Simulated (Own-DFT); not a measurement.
# A change of arrangement and its cost: C36Si36, 72 atoms

These are calculations, not measurements. The program, named Own-DFT, is a retired in-house plane-wave density functional code that no person has reviewed. Each row is one single-point run on a periodic cell that was not relaxed, without spin or spin-orbit coupling.

Settings of every run: PBE; PseudoDojo norm-conserving scalar-relativistic files; cutoff 42 hartree; 4 x 4 x 3 k mesh centred on Gamma; Fermi-Dirac smearing of 0.1 eV.

Known limits, some of them of some rows only: some atoms lie very close together; not probed for a lower state with spin; forces on such cells passed a denser k mesh, each cell not checked; stress not checked against mesh or cutoff.

All cells hold the same atoms in the same cell, with vectors in Å (9.248, 0.000, 0.000); (-4.624, 8.009, 0.000); (0.000, 0.000, 10.068). Every atom was moved at random from its ideal site; u is the rms move along one axis. The defect's site can differ from row to row. E is the free energy of the cell above the lowest run. The arrangements:

- A: 2H SiC
- B: 4H SiC
- C: 4H SiC, with one C on a Si site and one Si on a C site, 1.9 Å apart

| arrangement | u (Å) | E (eV) | P (GPa) |
|---|---|---|---|
| A | 0.0281 | 0.212 | 3.77 |
| A | 0.0281 | 0.032 | 3.77 |
| A | 0.0302 | 0.475 | 3.88 |
| A | 0.0573 | 6.607 | 5.93 |
| A | 0.0582 | 7.807 | 6.53 |
| A | 0.0641 | 10.122 | 7.45 |
| B | 0.0297 | 0.138 | 3.80 |
| B | 0.0298 | 0.000 | 3.64 |
| B | 0.0300 | 0.180 | 3.79 |
| B | 0.0533 | 5.680 | 5.76 |
| B | 0.0549 | 5.724 | 5.74 |
| B | 0.0573 | 5.698 | 5.48 |
| C | 0.0281 | 10.501 | 7.19 |
| C | 0.0296 | 10.656 | 7.33 |
| C | 0.0309 | 10.076 | 7.07 |
| C | 0.0472 | 14.072 | 8.41 |
| C | 0.0537 | 18.149 | 9.58 |
| C | 0.0543 | 17.284 | 9.34 |

Question: once the cost of the random moves is taken out, how do the arrangements rank?

## Worked answer

Fit E = a + b u², with one b for all and one a for each arrangement, and with residuals divided by u², since the noise grows with the moves. Then b = 2888 eV/Å², the scatter at u = 0.04 Å is 0.50 eV, and against A:

- B: -0.35 ± 0.21 eV (not told apart from A)
- C: 10.17 ± 0.21 eV (higher)

These are energies of unrelaxed cells. Relaxing the atoms lowers the strained arrangements most, so the gaps would shrink and small ones could change sign.
